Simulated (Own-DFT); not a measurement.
# One host, several defects: zincblende GaAs

Calculated, not measured: single-point runs of Own-DFT, a retired in-house plane-wave DFT program that no person has reviewed, on unrelaxed cells, without spin or spin-orbit coupling.

Common settings: PBE; PseudoDojo norm-conserving scalar-relativistic files; cutoff 42 hartree; 3 x 3 x 3 k mesh centred on Gamma; Fermi-Dirac smearing of 0.1 eV.

Keep in mind (not all hold for every row): not probed for a lower state with spin; forces not confirmed at this smearing and k mesh; stress not checked against mesh or cutoff.

All runs share one cell, with vectors in Å (11.737, 0.000, 0.000); (0.000, 11.737, 0.000); (0.000, 0.000, 10.833) and a volume of 1492.4 Å³, strained against the parent crystal. The atoms are randomly displaced, by u rms on each axis. The defect's site can differ from row to row.

```
cell,formula,u (Å),P (GPa)
no defect,As32Ga32,0.0281,1.22
no defect,As32Ga32,0.0291,1.23
no defect,As32Ga32,0.0468,1.52
one P on an As site,As31Ga32P,0.0301,0.98
one P on an As site,As31Ga32P,0.0308,1.03
one P on an As site,As31Ga32P,0.0329,1.04
one As vacancy and one Ga vacancy,As31Ga31,0.0288,0.90
one As vacancy and one Ga vacancy,As31Ga31,0.0309,0.92
one As vacancy and one Ga vacancy,As31Ga31,0.0475,?
one As vacancy and one Ga vacancy,As31Ga31,0.0514,1.30
one Al on a Ga site,AlAs32Ga31,0.0307,1.24
one Al on a Ga site,AlAs32Ga31,0.0495,1.49
one Al on a Ga site,AlAs32Ga31,0.0495,1.53
one In on a Ga site,As32Ga31In,0.0466,2.15
one In on a Ga site,As32Ga31In,0.0479,2.20
one In on a Ga site,As32Ga31In,0.0494,2.13
```

## Worked fit

P = P0 + c u² + a shift for each defect gives P0 = 1.06 GPa, c = 207 ± 15 GPa/Å² and a scatter of 0.03 GPa. The shifts, and each times the cell's volume:

- one In on a Ga site: 0.62 ± 0.03 GPa, 5.8 eV
- one Al on a Ga site: -0.04 ± 0.03 GPa, -0.4 eV (not resolved)
- one P on an As site: -0.25 ± 0.03 GPa, -2.3 eV
- one As vacancy and one Ga vacancy: -0.33 ± 0.03 GPa, -3.0 eV

Against the defect-free cell, a freed cell would be larger where the shift is positive and smaller where it is negative (160.2 GPa Å³ is 1 eV). The atoms around the defects weren't relaxed, which would change these numbers.

## The run left out

Question: what pressure belongs in the blank (one As vacancy and one Ga vacancy, u = 0.0475 Å)?

The fitted form gives 1.20 ± 0.04 GPa. The run itself gave 1.13 GPa.
